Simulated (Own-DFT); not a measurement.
Simulation results for GaN (wurtzite, strained, atoms displaced)

A calculation, not a measurement: plane-wave PBE density functional theory by an unreviewed code, no spin, of a simulated periodic cell, stress positive in tension, free energy of the whole cell less one offset for each atom, forces on such cells passed a denser k mesh, this cell's mesh not checked; offsets are fitted by least squares, one for each functional and potential file, so energies compare only between cells with the same atoms and settings and are not formation energies; the far tail of each file's local potential was reset to the Coulomb form; each entry is a single point on an unrelaxed cell, so the pressure reflects the starting lattice, mostly measured values (interpolated for alloys), from which strain is counted, and rises with the displacements; printed positions are rounded, which can move forces by about a meV/angstrom; the program, named Own-DFT, is a retired in-house code; no spin-orbit coupling. Program: Own-DFT development build.

Settings shared by all entries: functional PBE; potential files PseudoDojo norm-conserving, scalar-relativistic, standard set with the stringent files for Ga; wave cutoff 96 hartree; occupations Gaussian; smearing width 0.01 eV; k mesh 3 x 4 x 3 centred on Gamma.

(1) GaN (wurtzite, strained, atoms displaced)

```cif
# cell vector a (Å): 12.7560 0.0000 0.0000
# cell vector b (Å): -4.7835 8.2853 0.0000
# cell vector c (Å): 0.0000 0.0000 10.5515
data_GaN
_symmetry_space_group_name_H-M 'P 1'
_symmetry_Int_Tables_number 1
_cell_length_a 12.7560
_cell_length_b 9.5670
_cell_length_c 10.5515
_cell_angle_alpha 90.000
_cell_angle_beta 90.000
_cell_angle_gamma 120.000
_cell_volume 1115.16
loop_
_atom_site_label
_atom_site_type_symbol
_atom_site_fract_x
_atom_site_fract_y
_atom_site_fract_z
_atom_site_occupancy
Ga1 Ga 0.08046 0.21752 0.00141 1
Ga2 Ga 0.16319 0.10408 0.25837 1
N1 N 0.09239 0.22464 0.18899 1
N2 N 0.17364 0.12584 0.43953 1
Ga3 Ga 0.08506 0.22084 0.50930 1
Ga4 Ga 0.15854 0.11058 0.75069 1
N3 N 0.08274 0.22305 0.68334 1
N4 N 0.17334 0.12292 0.93886 1
Ga5 Ga 0.08419 0.54411 0.00109 1
Ga6 Ga 0.17409 0.44102 0.25801 1
N5 N 0.08472 0.55781 0.19050 1
N6 N 0.16754 0.44241 0.43490 1
Ga7 Ga 0.07995 0.55303 0.49655 1
Ga8 Ga 0.16571 0.43807 0.75066 1
N7 N 0.07518 0.54285 0.69196 1
N8 N 0.16543 0.43275 0.93318 1
Ga9 Ga 0.08122 0.88230 0.99823 1
Ga10 Ga 0.16564 0.77316 0.24685 1
N9 N 0.08579 0.89340 0.19359 1
N10 N 0.16519 0.77778 0.43955 1
Ga11 Ga 0.07929 0.88184 0.50073 1
Ga12 Ga 0.17298 0.78492 0.74046 1
N11 N 0.08698 0.88482 0.68961 1
N12 N 0.16828 0.78453 0.94312 1
Ga13 Ga 0.32971 0.22256 0.00447 1
Ga14 Ga 0.41601 0.10480 0.24594 1
N13 N 0.33396 0.21280 0.18491 1
N14 N 0.42166 0.11866 0.43547 1
Ga15 Ga 0.33813 0.23396 0.50516 1
Ga16 Ga 0.42361 0.11773 0.75741 1
N15 N 0.33384 0.22364 0.69570 1
N16 N 0.41757 0.10755 0.93934 1
Ga17 Ga 0.32940 0.55007 0.99636 1
Ga18 Ga 0.41164 0.45070 0.25400 1
N17 N 0.32911 0.55729 0.18413 1
N18 N 0.41312 0.44114 0.43227 1
Ga19 Ga 0.33370 0.55364 0.50272 1
Ga20 Ga 0.41606 0.43968 0.76045 1
N19 N 0.33109 0.56248 0.69242 1
N20 N 0.41296 0.43504 0.94035 1
Ga21 Ga 0.33127 0.88513 0.99398 1
Ga22 Ga 0.41166 0.77355 0.24033 1
N21 N 0.32956 0.89609 0.18621 1
N22 N 0.41948 0.78060 0.44624 1
Ga23 Ga 0.33796 0.89588 0.50433 1
Ga24 Ga 0.42616 0.78339 0.74102 1
N23 N 0.32853 0.88173 0.68293 1
N24 N 0.42350 0.77985 0.93536 1
Ga25 Ga 0.58263 0.21847 0.00088 1
Ga26 Ga 0.66654 0.11373 0.24750 1
N25 N 0.58017 0.22229 0.19342 1
N26 N 0.66980 0.10323 0.44089 1
Ga27 Ga 0.58534 0.22057 0.49376 1
Ga28 Ga 0.67105 0.11495 0.75293 1
N27 N 0.58806 0.22813 0.69370 1
N28 N 0.66970 0.11197 0.93894 1
Ga29 Ga 0.58409 0.55743 0.01134 1
Ga30 Ga 0.66843 0.44931 0.24985 1
N29 N 0.58367 0.55222 0.19829 1
N30 N 0.67140 0.44835 0.43015 1
Ga31 Ga 0.58372 0.55520 0.50102 1
Ga32 Ga 0.67220 0.44736 0.74338 1
N31 N 0.58937 0.56719 0.69555 1
N32 N 0.67241 0.45460 0.93999 1
Ga33 Ga 0.58458 0.89359 0.00375 1
Ga34 Ga 0.66806 0.77736 0.25276 1
N33 N 0.58431 0.89125 0.19084 1
N34 N 0.66731 0.78166 0.44169 1
Ga35 Ga 0.58067 0.89306 0.50061 1
Ga36 Ga 0.66573 0.76779 0.74947 1
N35 N 0.57943 0.88971 0.69440 1
N36 N 0.66965 0.77485 0.93157 1
Ga37 Ga 0.84319 0.23606 0.99660 1
Ga38 Ga 0.92259 0.09994 0.24560 1
N37 N 0.82919 0.22003 0.19093 1
N38 N 0.91115 0.11145 0.43831 1
Ga39 Ga 0.83489 0.22783 0.49630 1
Ga40 Ga 0.91755 0.11157 0.75337 1
N39 N 0.83355 0.21682 0.68949 1
N40 N 0.91847 0.11211 0.94039 1
Ga41 Ga 0.82847 0.54772 0.00299 1
Ga42 Ga 0.91595 0.44733 0.24588 1
N41 N 0.83310 0.56175 0.19129 1
N42 N 0.92027 0.44857 0.43668 1
Ga43 Ga 0.83672 0.55559 0.50391 1
Ga44 Ga 0.92479 0.44989 0.74543 1
N43 N 0.84175 0.55834 0.69565 1
N44 N 0.91968 0.44437 0.93554 1
Ga45 Ga 0.83306 0.89258 0.00730 1
Ga46 Ga 0.92404 0.77726 0.25005 1
N45 N 0.83464 0.88557 0.19422 1
N46 N 0.91393 0.78270 0.43195 1
Ga47 Ga 0.83953 0.87905 0.50269 1
Ga48 Ga 0.91977 0.78109 0.75291 1
N47 N 0.82528 0.88428 0.68253 1
N48 N 0.91515 0.77756 0.94290 1
```

```
free energy of cell above offsets : -5.317 eV
pressure                          : 3.75 GPa
stress xx                         : -5.94 GPa
stress yy                         : -5.51 GPa
stress zz                         : 0.19 GPa
stress yz                         : -0.28 GPa
stress xz                         : 0.49 GPa
stress xy                         : -1.32 GPa
```

Force:
```csv
element,x (eV/Å),y (eV/Å),z (eV/Å)
Ga,0.974,0.041,0.552
Ga,1.282,1.276,-0.585
N,-0.975,-0.363,-0.347
N,0.034,-1.733,0.751
Ga,-1.275,-0.019,-2.639
Ga,1.836,-0.066,0.514
N,-0.156,-0.505,1.68
N,-1.273,-2.082,-0.721
Ga,-0.346,1.433,-0.044
Ga,-1.906,-0.18,-0.895
N,0.487,-1.24,-0.551
N,-0.154,0.29,1.533
Ga,1.328,0.356,0.653
Ga,-0.325,1.057,-0.29
N,3.052,2.386,-1.632
N,-0.538,0.823,0.61
Ga,-0.399,1.354,0.663
Ga,-0.14,0.909,0.756
N,0.227,-0.938,-0.98
N,0.434,0.023,-0.271
Ga,0.344,1.249,-0.216
Ga,-0.34,-2.026,1.846
N,-1.758,0.944,-0.55
N,0.473,-1.81,-1.363
Ga,1.323,-0.682,0.172
Ga,-0.518,1.32,1.019
N,-1.27,1.319,1.025
N,-0.601,-0.527,0.453
Ga,0.507,-1.554,0.132
Ga,-0.608,-0.736,-0.721
N,-0.097,-0.254,-0.838
N,-0.328,0.496,0.114
Ga,0.586,0.718,-0.328
Ga,1.33,-1.47,-1.251
N,0.831,-0.21,-0.305
N,0.394,1.256,1.329
Ga,-0.394,0.614,0.351
Ga,-0.198,1.007,-0.946
N,1.11,-1.42,-0.488
N,0.428,1.562,0.789
Ga,0.725,0.262,0.561
Ga,0.025,1.555,1.311
N,1.243,-2.033,-0.505
N,-0.986,-0.785,-1.543
Ga,-0.464,-0.165,-1.257
Ga,-2.684,-1.102,1.751
N,1.554,1.748,0.922
N,-1.125,-0.734,0.187
Ga,0.11,0.826,0.19
Ga,0.016,-0.286,0.77
N,0.914,0.414,-0.937
N,-1.205,1.799,-0.816
Ga,0.353,0.316,0.52
Ga,-0.115,-0.53,0
N,-0.067,-0.466,-1.218
N,0.185,0.549,0.237
Ga,0.006,-0.087,-1.058
Ga,0.317,-0.974,-0.014
N,-1.375,0.765,-1.032
N,-0.009,-0.214,2.033
Ga,-0.06,0.591,-0.195
Ga,-0.379,0.546,1.472
N,-0.355,-4.226,-1.997
N,-1.024,-1.663,-0.362
Ga,0.902,-0.471,-0.581
Ga,-0.391,0.283,0.896
N,-0.128,-0.668,-0.353
N,0.247,-0.667,-0.132
Ga,1.553,-0.819,0.852
Ga,-0.954,3.354,0.881
N,2.773,1.335,-1.43
N,-0.609,0.445,1.901
Ga,-0.975,-2.092,1.103
Ga,-1.407,2.08,1.559
N,1.468,0.578,-0.883
N,1.989,-0.383,-0.19
Ga,0.439,-0.914,0.629
Ga,-0.517,-0.744,-0.609
N,-0.104,1.052,-0.334
N,-0.196,-0.183,-0.212
Ga,0.985,1.192,-0.048
Ga,0.35,-0.641,0.427
N,0.626,-0.748,-0.707
N,-0.979,-0.202,-0.326
Ga,-0.431,0.177,-0.354
Ga,-2.054,-2.263,1.499
N,-1.002,0.214,-1.391
N,-0.214,1.214,-0.001
Ga,0.017,-0.837,-0.652
Ga,-1.029,0.168,-0.174
N,0.044,-0.584,-1.004
N,2.697,-1.579,0.423
Ga,-3.674,2.247,-0.084
Ga,-0.611,-0.015,0.473
N,2.049,0.673,1.175
N,0.156,0.073,-0.352
```

(2) GaN (wurtzite, strained, atoms displaced)

```cif
# cell vector a (Å): 12.7560 0.0000 0.0000
# cell vector b (Å): -4.7835 8.2853 0.0000
# cell vector c (Å): 0.0000 0.0000 10.5515
data_GaN
_symmetry_space_group_name_H-M 'P 1'
_symmetry_Int_Tables_number 1
_cell_length_a 12.7560
_cell_length_b 9.5670
_cell_length_c 10.5515
_cell_angle_alpha 90.000
_cell_angle_beta 90.000
_cell_angle_gamma 120.000
_cell_volume 1115.16
loop_
_atom_site_label
_atom_site_type_symbol
_atom_site_fract_x
_atom_site_fract_y
_atom_site_fract_z
_atom_site_occupancy
Ga1 Ga 0.08532 0.22460 0.00010 1
Ga2 Ga 0.16542 0.11268 0.25019 1
N1 N 0.07899 0.22352 0.18511 1
N2 N 0.17117 0.11373 0.44198 1
Ga3 Ga 0.08331 0.21276 0.49461 1
Ga4 Ga 0.15090 0.09962 0.74651 1
N3 N 0.07398 0.22352 0.68801 1
N4 N 0.16244 0.11214 0.93925 1
Ga5 Ga 0.08412 0.54775 0.00664 1
Ga6 Ga 0.16056 0.44023 0.25060 1
N5 N 0.08775 0.55670 0.18274 1
N6 N 0.16508 0.43710 0.43922 1
Ga7 Ga 0.08332 0.54418 0.49042 1
Ga8 Ga 0.16482 0.44510 0.74300 1
N7 N 0.09354 0.56098 0.69383 1
N8 N 0.16363 0.44114 0.94107 1
Ga9 Ga 0.07826 0.88605 0.00446 1
Ga10 Ga 0.16229 0.77343 0.25590 1
N9 N 0.07895 0.89440 0.19037 1
N10 N 0.16702 0.77898 0.44889 1
Ga11 Ga 0.08353 0.88948 0.49641 1
Ga12 Ga 0.17092 0.77975 0.75011 1
N11 N 0.08377 0.89370 0.68609 1
N12 N 0.16616 0.76905 0.93191 1
Ga13 Ga 0.33049 0.22272 0.99506 1
Ga14 Ga 0.41761 0.12210 0.24765 1
N13 N 0.33730 0.22161 0.19471 1
N14 N 0.42497 0.11343 0.44217 1
Ga15 Ga 0.33804 0.22237 0.50819 1
Ga16 Ga 0.42313 0.11569 0.74933 1
N15 N 0.32992 0.21602 0.68115 1
N16 N 0.41992 0.10253 0.93761 1
Ga17 Ga 0.33283 0.54837 0.00657 1
Ga18 Ga 0.41964 0.44128 0.25150 1
N17 N 0.33954 0.55725 0.19278 1
N18 N 0.41628 0.44085 0.44049 1
Ga19 Ga 0.33025 0.55298 0.49558 1
Ga20 Ga 0.42436 0.46231 0.75818 1
N19 N 0.32192 0.54471 0.68549 1
N20 N 0.41996 0.43864 0.94495 1
Ga21 Ga 0.33306 0.89127 0.99357 1
Ga22 Ga 0.40685 0.77781 0.24766 1
N21 N 0.32462 0.88378 0.18895 1
N22 N 0.41076 0.77345 0.45128 1
Ga23 Ga 0.32714 0.87682 0.49336 1
Ga24 Ga 0.41076 0.77459 0.75350 1
N23 N 0.33078 0.88581 0.68807 1
N24 N 0.41937 0.78639 0.93953 1
Ga25 Ga 0.58236 0.22006 0.99490 1
Ga26 Ga 0.67110 0.10946 0.25344 1
N25 N 0.57814 0.21723 0.19240 1
N26 N 0.67198 0.12578 0.44314 1
Ga27 Ga 0.58706 0.23905 0.49017 1
Ga28 Ga 0.65986 0.10046 0.75419 1
N27 N 0.58340 0.22554 0.69012 1
N28 N 0.66923 0.11067 0.93867 1
Ga29 Ga 0.58328 0.56358 0.00125 1
Ga30 Ga 0.66816 0.44762 0.24736 1
N29 N 0.58323 0.56405 0.18460 1
N30 N 0.67052 0.44178 0.43448 1
Ga31 Ga 0.58811 0.56313 0.50290 1
Ga32 Ga 0.66907 0.44307 0.74381 1
N31 N 0.58550 0.55612 0.67932 1
N32 N 0.65925 0.43120 0.95209 1
Ga33 Ga 0.58702 0.89534 0.99592 1
Ga34 Ga 0.67117 0.77222 0.24215 1
N33 N 0.58140 0.88915 0.19777 1
N34 N 0.66954 0.76883 0.43988 1
Ga35 Ga 0.58181 0.89392 0.50529 1
Ga36 Ga 0.66428 0.77794 0.75458 1
N35 N 0.58191 0.88527 0.68889 1
N36 N 0.66058 0.77616 0.93494 1
Ga37 Ga 0.83897 0.22299 0.99970 1
Ga38 Ga 0.91788 0.11658 0.25742 1
N37 N 0.82647 0.21393 0.18841 1
N38 N 0.91709 0.11146 0.43510 1
Ga39 Ga 0.84153 0.22515 0.49993 1
Ga40 Ga 0.91172 0.11796 0.75342 1
N39 N 0.83271 0.21944 0.68791 1
N40 N 0.91166 0.10678 0.94218 1
Ga41 Ga 0.83553 0.56420 0.00020 1
Ga42 Ga 0.92123 0.45044 0.25594 1
N41 N 0.83859 0.56556 0.19242 1
N42 N 0.91820 0.44334 0.43470 1
Ga43 Ga 0.83518 0.56856 0.49487 1
Ga44 Ga 0.92029 0.44766 0.75081 1
N43 N 0.82827 0.55387 0.68419 1
N44 N 0.91909 0.44755 0.93424 1
Ga45 Ga 0.83002 0.88521 0.00112 1
Ga46 Ga 0.92271 0.79170 0.25753 1
N45 N 0.82960 0.88744 0.19122 1
N46 N 0.91525 0.77062 0.42913 1
Ga47 Ga 0.84096 0.89052 0.49635 1
Ga48 Ga 0.91671 0.77711 0.74829 1
N47 N 0.83534 0.87757 0.68942 1
N48 N 0.91412 0.77063 0.93769 1
```

```
free energy of cell above offsets : -4.313 eV
pressure                          : 4.17 GPa
stress xx                         : -5.49 GPa
stress yy                         : -6.97 GPa
stress zz                         : -0.05 GPa
stress yz                         : 0.99 GPa
stress xz                         : 0.28 GPa
stress xy                         : -0.22 GPa
```

Force:
```csv
element,x (eV/Å),y (eV/Å),z (eV/Å)
Ga,-0.912,-0.485,-0.079
Ga,0.513,0.748,0.286
N,0.679,-0.29,0.618
N,-0.087,-0.776,-1.109
Ga,-0.5,0.771,1.423
Ga,1.208,2.573,0.444
N,0.898,-0.567,-0.559
N,0.66,-0.759,-0.335
Ga,-0.775,1.009,-2.034
Ga,1.619,0.415,-0.058
N,-0.946,-0.041,1.94
N,0.06,-0.251,-1.029
Ga,-0.761,1.257,2.108
Ga,0.242,-1.202,1.7
N,-2.508,-0.319,-1.861
N,1.142,0.179,-0.564
Ga,1.069,-0.102,-0.726
Ga,-0.079,0.835,-0.412
N,1.482,-0.231,-0.15
N,-1.056,-1.483,-1.968
Ga,0.016,0.141,0.958
Ga,-0.762,0.198,-0.158
N,0.058,-2.109,-0.529
N,-0.936,0.755,1.487
Ga,1.04,-1.454,0.669
Ga,1.609,-2.308,1.49
N,-2.593,0.563,-1.842
N,-1.662,-0.95,-0.865
Ga,0.413,0,-1.439
Ga,-1.527,-0.803,-0.399
N,-0.376,0.594,3.141
N,-1.666,1.478,-0.436
Ga,-0.508,0.989,-0.343
Ga,-0.331,0.691,0.775
N,-1.232,-0.872,-0.181
N,0.206,0.547,-0.382
Ga,1.095,-0.525,0.78
Ga,-0.416,-2.055,-1.484
N,2.182,1.422,0.288
N,-1.093,1.117,-1.001
Ga,-0.544,-1.192,1.155
Ga,1.775,0.367,0.719
N,-0.204,0.918,-0.267
N,1.272,0.022,-1.943
Ga,0.633,2.718,1.914
Ga,0.014,-0.225,-0.57
N,0.693,0.839,-0.359
N,0.611,-1.674,-0.011
Ga,0.478,-1.205,1.84
Ga,-1.991,-0.253,0.584
N,1.246,0.844,-0.84
N,0.769,-1.358,-0.183
Ga,0.859,-2.725,1.864
Ga,0.122,1.554,-0.714
N,0.99,-0.381,-0.664
N,0.118,0.546,-0.22
Ga,1.153,-1.394,0.309
Ga,0.12,-0.396,-0.446
N,0.691,-1.773,0.043
N,-0.699,2.959,-0.545
Ga,-0.382,-1.634,-1.126
Ga,-0.953,-0.152,1.409
N,-0.353,0.147,2.493
N,0.261,3.384,-1.928
Ga,-0.878,-0.436,1.778
Ga,-2.359,1.089,2.178
N,0.147,-0.564,-1.11
N,-0.5,2.431,-0.805
Ga,0.684,0.05,-1.092
Ga,1.087,-0.189,-1.57
N,-0.385,-0.337,0.338
N,0.969,0.285,0.478
Ga,-1.493,0.581,0.528
Ga,-0.694,-0.719,-1.885
N,1.614,1.879,-0.261
N,0.747,-0.384,0.687
Ga,-1.738,-0.246,0.662
Ga,1.222,-1.632,0.163
N,-1.152,0.664,-0.248
N,1.174,-0.14,-0.619
Ga,0.048,-2.564,0.9
Ga,-0.906,-0.777,-1.688
N,0.224,-0.248,-0.385
N,-0.069,0.605,0.878
Ga,0.534,-2.824,0.971
Ga,-0.044,0.036,-0.542
N,1.738,0.548,-0.263
N,-0.176,-0.283,0.928
Ga,0.232,0.151,0.127
Ga,-1.05,-1.398,-2.361
N,1.463,1.197,-0.782
N,0.538,2.348,1.825
Ga,-1.503,-0.671,1.015
Ga,0.825,-0.671,0.488
N,-1.924,1.813,-0.558
N,-0.51,1.769,-0.454
```

(3) GaN (wurtzite, strained, atoms displaced)

```cif
# cell vector a (Å): 12.7560 0.0000 0.0000
# cell vector b (Å): -4.7835 8.2853 0.0000
# cell vector c (Å): 0.0000 0.0000 10.5515
data_GaN
_symmetry_space_group_name_H-M 'P 1'
_symmetry_Int_Tables_number 1
_cell_length_a 12.7560
_cell_length_b 9.5670
_cell_length_c 10.5515
_cell_angle_alpha 90.000
_cell_angle_beta 90.000
_cell_angle_gamma 120.000
_cell_volume 1115.16
loop_
_atom_site_label
_atom_site_type_symbol
_atom_site_fract_x
_atom_site_fract_y
_atom_site_fract_z
_atom_site_occupancy
Ga1 Ga 0.08212 0.21647 0.00147 1
Ga2 Ga 0.16409 0.11449 0.25024 1
N1 N 0.07729 0.21194 0.19004 1
N2 N 0.15642 0.10509 0.43502 1
Ga3 Ga 0.08550 0.22437 0.49495 1
Ga4 Ga 0.16206 0.10201 0.74745 1
N3 N 0.08532 0.21986 0.69157 1
N4 N 0.16880 0.10615 0.93504 1
Ga5 Ga 0.08035 0.55438 0.00037 1
Ga6 Ga 0.17146 0.44683 0.25107 1
N5 N 0.08734 0.56264 0.19177 1
N6 N 0.16453 0.45123 0.43865 1
Ga7 Ga 0.09085 0.56025 0.49779 1
Ga8 Ga 0.16607 0.44777 0.75206 1
N7 N 0.08000 0.55603 0.69269 1
N8 N 0.17309 0.45022 0.94279 1
Ga9 Ga 0.09029 0.88655 0.99910 1
Ga10 Ga 0.17040 0.77682 0.25077 1
N9 N 0.08077 0.89175 0.19117 1
N10 N 0.16433 0.77944 0.43766 1
Ga11 Ga 0.07944 0.88429 0.49671 1
Ga12 Ga 0.16404 0.76602 0.74685 1
N11 N 0.08068 0.88859 0.69031 1
N12 N 0.17034 0.77180 0.93654 1
Ga13 Ga 0.33311 0.22793 0.00238 1
Ga14 Ga 0.41281 0.11001 0.24895 1
N13 N 0.32913 0.21675 0.18867 1
N14 N 0.41077 0.10472 0.44084 1
Ga15 Ga 0.32481 0.21825 0.50364 1
Ga16 Ga 0.41917 0.10758 0.74397 1
N15 N 0.32934 0.22585 0.69298 1
N16 N 0.41716 0.10665 0.94092 1
Ga17 Ga 0.33562 0.55082 0.01119 1
Ga18 Ga 0.40961 0.43348 0.24227 1
N17 N 0.33222 0.55370 0.18349 1
N18 N 0.41392 0.44898 0.44014 1
Ga19 Ga 0.34470 0.55740 0.50096 1
Ga20 Ga 0.40806 0.42993 0.75232 1
N19 N 0.33407 0.56618 0.68661 1
N20 N 0.41901 0.44893 0.94203 1
Ga21 Ga 0.32938 0.89174 0.00280 1
Ga22 Ga 0.41140 0.77102 0.24643 1
N21 N 0.32642 0.88254 0.17919 1
N22 N 0.41950 0.77190 0.44078 1
Ga23 Ga 0.33828 0.88571 0.50114 1
Ga24 Ga 0.41317 0.77803 0.74918 1
N23 N 0.33260 0.88344 0.69178 1
N24 N 0.41949 0.78423 0.93130 1
Ga25 Ga 0.57922 0.21922 0.00174 1
Ga26 Ga 0.66170 0.11328 0.25452 1
N25 N 0.58798 0.22708 0.18739 1
N26 N 0.66463 0.10529 0.44525 1
Ga27 Ga 0.57959 0.22886 0.49783 1
Ga28 Ga 0.66992 0.11689 0.74440 1
N27 N 0.58031 0.22055 0.68749 1
N28 N 0.65608 0.10649 0.93273 1
Ga29 Ga 0.58243 0.55181 0.99716 1
Ga30 Ga 0.66587 0.44217 0.24531 1
N29 N 0.58296 0.55136 0.19621 1
N30 N 0.67438 0.45001 0.43616 1
Ga31 Ga 0.57790 0.55806 0.50016 1
Ga32 Ga 0.66230 0.44076 0.75250 1
N31 N 0.57995 0.54784 0.68694 1
N32 N 0.66774 0.44501 0.93264 1
Ga33 Ga 0.58199 0.88869 0.99683 1
Ga34 Ga 0.67095 0.77720 0.24826 1
N33 N 0.57868 0.88597 0.19333 1
N34 N 0.66778 0.77896 0.42947 1
Ga35 Ga 0.57740 0.88494 0.50337 1
Ga36 Ga 0.67302 0.77951 0.74982 1
N35 N 0.58811 0.88792 0.68781 1
N36 N 0.66960 0.77277 0.94175 1
Ga37 Ga 0.83648 0.22577 0.00884 1
Ga38 Ga 0.91885 0.11517 0.25342 1
N37 N 0.82612 0.21362 0.19454 1
N38 N 0.92106 0.11009 0.43483 1
Ga39 Ga 0.83560 0.22344 0.49979 1
Ga40 Ga 0.91683 0.11179 0.75307 1
N39 N 0.83188 0.20862 0.68522 1
N40 N 0.91350 0.10764 0.93219 1
Ga41 Ga 0.83656 0.55289 0.00139 1
Ga42 Ga 0.91918 0.44712 0.23806 1
N41 N 0.82954 0.54579 0.19447 1
N42 N 0.91411 0.44021 0.43496 1
Ga43 Ga 0.82787 0.55898 0.49214 1
Ga44 Ga 0.91995 0.45156 0.75953 1
N43 N 0.82933 0.55035 0.67835 1
N44 N 0.91524 0.44639 0.93933 1
Ga45 Ga 0.84190 0.89209 0.00986 1
Ga46 Ga 0.91851 0.78478 0.25213 1
N45 N 0.83048 0.88405 0.18806 1
N46 N 0.92460 0.78528 0.43170 1
Ga47 Ga 0.83428 0.89002 0.50204 1
Ga48 Ga 0.91795 0.78144 0.75182 1
N47 N 0.83464 0.88356 0.68218 1
N48 N 0.91919 0.77444 0.92553 1
```

```
free energy of cell above offsets : -5.612 eV
pressure                          : 3.56 GPa
stress xx                         : -5.49 GPa
stress yy                         : -4.88 GPa
stress zz                         : -0.31 GPa
stress yz                         : -0.05 GPa
stress xz                         : 0.05 GPa
stress xy                         : -0.35 GPa
```

Force:
```csv
element,x (eV/Å),y (eV/Å),z (eV/Å)
Ga,0.077,0.423,-0.694
Ga,0.469,-1.204,0.275
N,0.206,1.922,-0.851
N,1.628,0.733,0.2
Ga,-0.828,0.423,1.27
Ga,0.023,0.783,0.678
N,-0.637,0.651,-0.682
N,-0.481,0.48,0.568
Ga,1.36,0.218,0.426
Ga,-1.303,-0.589,0.207
N,0.255,-1.305,-1.142
N,2.517,-0.911,-0.655
Ga,-2.695,-0.375,0.522
Ga,0.746,-0.465,0.063
N,0.678,-1.132,-1.017
N,-0.794,-1.135,-0.134
Ga,-0.908,-0.236,0.075
Ga,-1.676,0.664,0.537
N,1.15,-0.3,-0.964
N,1.392,0.25,0.043
Ga,0.628,0.507,1.114
Ga,-0.502,2.2,0.72
N,1.168,-0.876,-1.098
N,-1.078,0.056,-0.282
Ga,0.739,-1.078,-0.859
Ga,0.941,-0.426,0.234
N,-0.207,0.005,-0.234
N,-0.169,0.814,-0.608
Ga,0.214,0.163,-0.245
Ga,-1.046,-0.064,1.3
N,0.825,-2.388,-1.252
N,-1.4,1.018,-0.614
Ga,-0.742,1.687,-3.215
Ga,1.021,1.568,1.459
N,0.225,-0.473,1.988
N,1.651,-2.456,-1.563
Ga,-3.227,0.271,1.217
Ga,-0.005,3.366,0.362
N,0.452,-1.985,0.025
N,-0.228,-0.928,-0.424
Ga,1.61,-0.636,-1.62
Ga,0.64,1.062,0.576
N,1.01,0.858,2.001
N,-1.529,0.336,-1.331
Ga,-0.952,-0.457,0.261
Ga,1.96,0.309,0.765
N,-1.023,0.786,-1.255
N,-0.489,-1.109,1.525
Ga,0.611,0.371,-0.509
Ga,0.593,-1.22,0.735
N,-1.491,-1.084,0.002
N,-0.776,0.839,-0.756
Ga,1.267,-0.274,0.281
Ga,-0.174,-1.009,0.51
N,0.299,0.225,-0.655
N,1.773,1.022,0.489
Ga,0.776,0.662,0.783
Ga,-0.104,0.337,1.293
N,-0.884,-0.131,-1.47
N,-3.142,-1.295,-0.843
Ga,1.597,0.177,-0.165
Ga,0.766,0.469,-1.065
N,-0.768,0.48,0.161
N,0.191,-0.404,1.348
Ga,0.372,-0.222,0.337
Ga,-1.716,-0.296,0.093
N,0.324,0.18,-0.876
N,0.005,-0.046,1.513
Ga,1.948,0.685,-0.034
Ga,-0.769,-0.73,0.406
N,-0.828,-0.113,0.117
N,-0.046,0.89,-0.237
Ga,-1.068,-1.46,-1.074
Ga,-0.942,-1.024,0.196
N,0.88,0.866,-0.983
N,-0.774,0.088,0.528
Ga,-0.143,-0.077,-0.143
Ga,0.503,-0.605,-1.12
N,-0.234,1.973,0.381
N,0.329,0.502,1.863
Ga,-1.878,0.885,0.23
Ga,0.214,-0.804,2.555
N,0.043,1.875,-1.732
N,0.475,0.955,-0.262
Ga,2.855,0.384,0.926
Ga,-1.25,-1.146,-2.331
N,0.32,0.363,1.405
N,0.992,-0.786,0.62
Ga,-0.704,-0.933,-1.935
Ga,0.218,-1.134,-0.355
N,0.745,1.091,0.217
N,-1.791,-1.047,0.618
Ga,-0.086,-0.2,-0.95
Ga,-0.154,-1.347,-1.771
N,-0.18,0.778,0.753
N,0.143,0.267,3.232
```
